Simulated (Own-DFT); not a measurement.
## Calculated data, SiC (twinned 3C silicon carbide, atoms displaced), Si3N4 (beta silicon nitride, atoms displaced)

A calculation, not a measurement: plane-wave PBE density functional theory by an unreviewed code, no spin, of a simulated periodic cell, stress positive in tension, free energy of the whole cell less one offset for each atom, forces on such cells passed a denser k mesh, this cell's mesh not checked; offsets are fitted by least squares, one for each functional and potential file, so energies compare only between cells with the same atoms and settings and are not formation energies; the far tail of each file's local potential was reset to the Coulomb form; each entry is a single point on an unrelaxed cell, so the pressure reflects the starting lattice, mostly measured values (interpolated for alloys), from which strain is counted, and rises with the displacements; printed positions are rounded, which can move forces by about a meV/angstrom; the program, named Own-DFT, is a retired in-house code; no spin-orbit coupling. Program: Own-DFT development build.

Common to all runs: functional PBE; potential files PseudoDojo norm-conserving, scalar-relativistic, standard set; wave cutoff 42 hartree; occupations Fermi-Dirac; smearing width 0.1 eV.

(1) 
```xyz
108
Lattice="6.5394 -6.5394 0.0000 0.0000 6.5394 -6.5394 8.7192 8.7192 8.7192" Properties=species:S:1:pos:R:3:force_x:R:1:force_y:R:1:force_z:R:1 formula=SiC k_mesh=4_x_4_x_2_centred_on_Gamma free_energy_of_cell_above_offsets=19.177 pressure=11.77 stress_xx=-9.71 stress_yy=-13.79 stress_zz=-11.82 stress_yz=0.9 stress_xz=0.12 stress_xy=-1.2
Si     3.9014     3.9523     3.7090     -0.785     -3.952      3.932
C      0.5449     6.8624    -6.0908      1.288       5.96      1.816
Si     1.6172     1.6613    -0.7961      2.315      -3.58      4.517
C      2.7072     2.7157     0.2994     -1.095     -0.064      3.308
Si     3.8474     1.5783     1.6155     -3.591      4.517      1.198
C      4.8880     2.7724     2.6886      0.615     -1.439      0.355
Si     3.9737     5.8260     1.6382      -6.13      6.997      4.378
C      7.0355    -3.8381    -1.5956      1.255     -0.243     -3.495
Si     1.6999     3.6715    -2.7575     -0.895      2.935      1.172
C      2.8991     4.7852    -1.7801      -2.99      2.384      1.117
Si     3.7517     3.8106    -0.6126      3.442     -1.487      0.492
C      4.8815     4.9591     0.6907      3.713     -4.907     -9.194
Si    10.2711     1.7774    -0.5201      2.405      0.395     -3.056
C      0.6631     4.8602    -3.6677     -2.401      0.355     -1.176
Si     1.4407     6.0215    -4.8312      4.532     -1.052     -0.965
C      2.6364     7.2059    -3.9347       0.84     -2.352       1.76
Si     3.9339     5.9962    -2.7178     -3.117       0.78     -1.387
C      4.9286     7.1327    -1.6824     -2.406      -2.76      3.205
Si     5.9273     8.0475    -2.6655      2.984      4.176     -3.927
C      2.8335    -1.4722     0.3997     -3.189     -4.648      4.419
Si     3.8956    -0.6084    -0.6116      0.148      1.109     -1.544
C      4.6946     0.6779     0.4928      6.304     -4.118      -2.94
Si     5.8823    -0.5477     1.4806      0.375       1.32      2.026
C      7.0873     0.6012     2.6006     -2.598     -3.759      3.198
Si     5.9178     3.9677     1.6999      0.209      -5.83     -2.097
C      2.8424     0.4787    -1.6741      -1.73      1.557     -0.928
Si     3.8200     1.6181    -2.7258        1.1     -0.458     -1.485
C      4.9893     2.6442    -1.7238     -0.458      2.577      0.905
Si     6.0721     1.6408    -0.5646     -1.539      2.018      1.497
C      7.2743     2.6489     0.7341     -7.121     -1.538      0.223
Si     5.9480     5.9167    -0.6322      1.269      0.565      1.401
C      2.6964     2.7630    -3.8663      0.562     -3.152     -0.289
Si     3.8009     3.6476    -4.9556     -0.459      5.062      0.201
C      4.8670     4.8907    -3.8039     -0.114      1.176     -3.495
Si     5.9812     4.0222    -2.7930     -1.065     -7.203     -1.124
C      7.0794     4.6937    -1.7366      1.816      4.144      5.319
Si     8.0828     5.9779    -2.6679      1.725     -0.446     -1.232
C      4.8842     2.6379    -5.9171      3.101      0.736     -0.779
Si     6.1362    -2.8301    -0.5440     -3.481      2.922      1.537
C      7.2146    -1.4614     0.5366     -6.107     -5.782      3.423
Si     8.2407    -2.6393     1.5982     -1.124     -3.539     -0.735
C      9.3348    -1.7927     2.6948     -1.787      4.877     -1.093
Si     8.2212     1.5515     1.7258      1.855      0.815     -1.353
C      4.8852    -1.7884    -1.7928      3.423      3.105      4.592
Si     6.0453    -0.4595    -2.5229     -1.822     -3.819     -4.731
C      7.0350     0.6642    -1.6937      2.753     -1.683      2.939
Si     8.1790    -0.6250    -0.4145      5.878      5.586     -7.183
C      9.3720     0.6371     0.4113     -2.135      -3.52      3.872
Si     8.1007     3.7182    -0.1602      3.479      3.006     -9.109
C      4.9438     0.4223    -3.9072      1.018      2.031      3.637
Si     5.9900     1.6178    -4.8010      1.005     -0.585     -1.783
C      7.0364     2.7849    -3.8546      1.347      0.213     -0.077
Si     8.2171     1.5886    -2.7078      0.045      3.779     -0.661
C      9.2962     2.7887    -1.6411     -0.876      0.246     -0.002
Si     8.2134     8.2206     8.1677     -2.873     -4.151     -2.682
C      4.9578     5.0285     4.7906     -0.123     -9.564      2.756
Si    11.0415     4.6602     0.3124      0.067     -0.465      -1.77
C     12.0991     5.6854     1.4385      1.143      -2.59     -2.577
Si    11.9362     7.3844     1.0931     -4.775      1.262     -5.024
C     12.9468     8.4036     1.9598      1.544      3.773      4.088
Si     8.1523    12.4643     3.8109      0.634      1.586     -0.558
C     11.3940     2.8506     0.4775      0.151     -1.128      1.693
Si    10.9258     2.0271     2.2165     -0.207      6.776      0.232
C     12.2400     3.5129     3.4664      1.159     -7.732      -0.68
Si    11.9674     5.0345     3.0812     -2.898      8.002      0.135
C     12.9270     6.2646     4.2097     -0.239      0.316     -2.018
Si    14.6060     3.8543     6.0506      4.021      2.875     -2.627
C      5.0191     7.0764     2.6620      0.234     -3.763      1.478
Si    11.1941     0.0126     4.6339     -2.095      11.55     -1.849
C     12.1035     1.2807     5.6898      1.439      -0.03     -0.556
Si    11.7970     3.1531     5.1105      0.658     -3.366      4.571
C     13.0170     3.9475     6.4575     -6.587      4.027     -0.369
Si    12.6420    10.3103     1.7438     -1.986     -2.078      -2.41
C      9.3024     0.4727     4.8840      -0.62       1.13      0.004
Si     8.8693     6.8753     0.1927      0.294     -3.166     -2.456
C      9.8146     7.8171     1.2733      3.917      1.998      2.365
Si     9.6395     9.7374     0.8208     -0.735     -2.024      3.893
C     10.8056    10.7976     1.9071     -0.457     -1.794       1.16
Si    12.6533     8.0838     3.8611     -2.291     -0.772     -2.267
C      9.2394     4.9277     0.4823     -0.006      2.077      1.713
Si     8.8227     4.6603     2.2654       0.75     -1.497      2.364
C      9.9361     5.6246     3.5541      1.073      0.527     -6.674
Si     9.6231     7.4301     3.1565      0.388      0.811     -1.648
C     10.7912     8.5861     4.0615     -0.672      0.105      1.232
Si    12.6314     5.9134     5.8973     -3.129     -1.834      2.118
C      9.1936     2.7665     2.6993      1.283     -0.254       1.37
Si     8.8716     2.3833     4.5814      0.656      -0.66     -0.647
C     10.0643     3.4664     5.7280     -0.608      0.426     -4.896
Si     9.7781     5.2163     5.1381     -3.422      0.349      6.881
C     10.7181     6.3632     6.3576      0.519      0.108     -1.297
Si    10.4190     5.9889     8.1932     -1.169       2.47      -1.54
C      6.9838     9.2131    -1.6212      1.241      0.917      -0.49
Si     6.6538     9.1215     0.1968      0.322     -3.055     -0.061
C      7.7685    10.0222     1.3195      1.058      0.311     -1.159
Si     7.3903    11.7808     0.7415      0.072      0.729      1.747
C      8.4083    12.7825     1.9212      2.614       1.81      0.797
Si    10.2911    10.4577     3.6786      0.545     -1.833      1.472
C      7.1297     6.9656     0.5682     -1.472      2.217     -5.323
Si     6.8558     6.7413     2.1918     -2.946      0.078      5.606
C      7.7729     7.9498     3.3864      2.533     -8.722       1.67
Si     7.5648     9.4958     3.1136     -3.215      9.243     -1.814
C      8.4309    10.7248     4.2297       2.32     -0.866     -0.599
Si    10.4058     8.2649     5.9514     -0.539     -1.638     -0.806
C      6.8854     4.9201     2.6804      5.371      2.738      0.523
Si     6.6004     4.4715     4.3616      2.515          1      3.587
C      7.6803     5.6521     5.5387      2.022      0.138     -1.217
Si     7.6153     7.7062     5.2306     -5.602     -5.649     -0.981
C      8.3217     8.7711     6.3337      6.339     -4.151      2.943
```

Units: free_energy_of_cell_above_offsets in eV; pressure, stress_xx, stress_yy, stress_zz, stress_yz, stress_xz, stress_xy in GPa; force_x, force_y, force_z in eV/Å.

(2) 
```xyz
42
Lattice="7.6060 0.0000 0.0000 -3.8030 6.5870 0.0000 0.0000 0.0000 8.7270" Properties=species:S:1:pos:R:3:force_x:R:1:force_y:R:1:force_z:R:1 formula=Si3N4 k_mesh=3_x_3_x_3_centred_on_Gamma free_energy_of_cell_above_offsets=9.256 pressure=14.53 stress_xx=-9.68 stress_yy=-21.01 stress_zz=-12.9 stress_yz=-0.05 stress_xz=2.1 stress_xy=-0.51
Si    -1.5869     5.0093     0.8275     -3.044      3.297     -4.169
Si     0.1591     2.8566     0.7985      1.483     -8.602     -1.536
Si     1.3797     5.4732     0.7303      1.304     -1.956      3.577
Si     5.4394     1.3643     2.1475     -2.173      6.482     -1.476
Si     3.6432     3.7806     2.3007     -3.193       4.47      0.665
Si     2.1941     1.0702     2.2187      4.938      2.025     -0.411
N      2.4056     0.1938     0.7957      0.312      -0.84     -1.411
N      6.0420     1.9751     0.5464      5.323      2.489      8.132
N      2.8881     4.4112     0.7746     -3.513      1.201      0.498
N      1.3312     6.4358     2.3509     -0.056     -6.243     -2.663
N     -2.4881     4.6890     2.1096     -1.332     -0.941      3.379
N      1.0735     2.2670     2.2052     -3.728      0.247       -0.8
N     -0.1371     4.3740     0.7388      4.923      4.757     -0.215
N      3.5690     2.2087     2.3214      3.507     -6.026      -1.34
Si    -1.7570     5.1741     3.5435      3.089     -5.162      2.132
Si     0.2258     2.5725     3.7063     -0.352      3.826     -1.511
Si     1.3145     5.4361     3.8161      4.233     -1.716     -2.387
Si     5.3965     1.6103     5.0626      5.373     -0.579     -2.039
Si     3.7999     3.8444     5.4626       0.15     -1.573     -10.33
Si     2.4992     1.0007     5.0003     -0.755      5.624      2.413
N      2.5957     0.1190     3.6155       -1.8      1.811     -1.388
N      6.2650     1.9130     3.5125      0.054      0.588      1.906
N      2.8497     4.2796     3.7820     -0.818      2.361      0.094
N      1.3819     6.5592     5.1249      0.022     -2.826      0.256
N     -2.3373     4.5420     5.0370      1.527       1.05      2.736
N      0.8840     2.1126     5.1393       2.81     -2.147      0.618
N      0.0831     4.4034     3.5281     -4.213     -1.936      0.983
N      3.9598     2.1744     5.0527     -6.858      1.449      1.577
Si    -1.4933     5.0555     6.6344     -0.882      0.068     -0.945
Si     0.1149     2.6580     6.6788      4.341      -0.65     -4.279
Si     1.4548     5.6480     6.5199     -0.774     -4.663      1.784
Si     5.5664     1.5909     7.8446     -7.683     -3.803      5.387
Si     3.5521     3.8498     8.0492     -0.629      5.665     -0.076
Si     2.6188     1.2070     8.1115     -4.152     -1.206     -2.492
N      2.4615     0.2040     6.4486      0.876     -1.358      3.859
N      6.2474     1.9424     6.5589      1.467      1.493     -7.226
N      2.6717     4.3956     6.3345     -2.306      2.194       8.04
N      1.5968     6.3997     8.0886     -1.146      1.265      -3.14
N     -2.4630     4.6260     8.0948       0.55      0.291     -2.429
N      1.0854     2.1350     7.8539      1.382     -0.555      6.014
N      0.0473     4.2861     6.7067     -0.183      5.219     -0.619
N      3.8634     2.3026     8.0161      1.925     -5.089     -1.166
```

Units: free_energy_of_cell_above_offsets in eV; pressure, stress_xx, stress_yy, stress_zz, stress_yz, stress_xz, stress_xy in GPa; force_x, force_y, force_z in eV/Å.

(3) 
```xyz
42
Lattice="7.6060 0.0000 0.0000 -3.8030 6.5870 0.0000 0.0000 0.0000 8.7270" Properties=species:S:1:pos:R:3:force_x:R:1:force_y:R:1:force_z:R:1 formula=Si3N4 k_mesh=3_x_3_x_3_centred_on_Gamma free_energy_of_cell_above_offsets=8.658 pressure=14.95 stress_xx=-17.55 stress_yy=-10.81 stress_zz=-16.5 stress_yz=4.66 stress_xz=-3.38 stress_xy=3.74
Si    -1.6835     5.0424     0.8790      4.647      4.588      -11.1
Si     0.1991     2.5822     0.8402      5.363      5.553     -3.576
Si     1.5238     5.4323     0.6724     -9.792      3.057       1.81
Si     5.3195     1.4886     2.3112       2.19     -3.474     -4.577
Si     3.4668     3.8731     2.2120      3.167      0.701     -2.934
Si     2.4360     1.2838     2.3555      6.839     -4.942      -6.77
N      2.1281     0.2674     0.7553      1.676     -0.669     -0.424
N      6.3445     2.0731     0.7638     -6.337      -3.72      3.555
N      2.6168     4.3513     0.7116      6.106     -3.927      1.529
N      1.3792     6.2968     2.2007      0.933      1.214      1.376
N     -2.3033     4.6343     2.1680     -8.727     -4.708      6.386
N      1.2963     2.2131     2.0629     -9.881      6.661      2.688
N     -0.0940     4.4123     0.7446      2.672     -1.616      0.459
N      3.9280     2.2466     2.2041     -4.558      0.698      -0.44
Si    -1.5921     5.0224     3.5700      0.187      0.796      2.845
Si     0.1372     2.5506     3.5399      1.399      1.945      2.013
Si     1.3327     5.3522     3.8468      0.697     -0.045     -4.332
Si     5.2522     1.4089     5.0623      4.744      6.336      2.325
Si     3.6306     3.9459     5.0045     -0.639     -4.203       5.89
Si     2.4943     0.9405     5.1696      -1.35      6.852     -9.037
N      2.4552     0.1913     3.4617      -0.34     -3.818      7.995
N      6.1535     1.8580     3.6160      3.256      1.082      2.681
N      2.8810     4.3002     3.6660     -5.816      3.683     -1.723
N      1.3078     6.4493     5.1855      -0.26     -5.916     -2.981
N     -2.4954     4.5309     5.0506      6.023      3.698      0.025
N      0.9560     2.2569     5.0317      2.351     -2.976      0.022
N     -0.0322     4.3542     3.7274      0.486     -1.544     -0.453
N      3.8023     2.0918     4.9864     -3.526      2.307      0.433
Si    -1.4987     5.1907     6.6217     -2.282     -5.403      0.577
Si     0.2033     2.6207     6.5274     -2.306      0.555      0.715
Si     1.4415     5.5737     6.5547     -0.252      -4.99      2.203
Si     5.4324     1.6118     8.2307     -3.026     -1.636     -6.502
Si     3.4663     3.9633     8.0086      0.736     -2.995     -1.213
Si     2.3779     1.2822     7.9286     -0.343     -3.887      4.979
N      2.4735     0.2858     6.5446     -0.854     -4.104        4.5
N      6.1495     1.8144     6.5580      1.664      1.276      0.679
N      2.8424     4.4567     6.5193      -2.26      1.022     -1.744
N      1.2014     6.3376     7.9972      2.148      3.372      2.402
N      5.0007     4.4900     7.9340      5.477      3.229      1.549
N      0.9670     2.1010     8.0398     -1.925      1.952     -1.831
N      0.0643     4.3878     6.6195     -0.832      1.208     -0.736
N      3.7354     2.1632     8.0236      2.547      2.788      0.737
```

Units: free_energy_of_cell_above_offsets in eV; pressure, stress_xx, stress_yy, stress_zz, stress_yz, stress_xz, stress_xy in GPa; force_x, force_y, force_z in eV/Å.
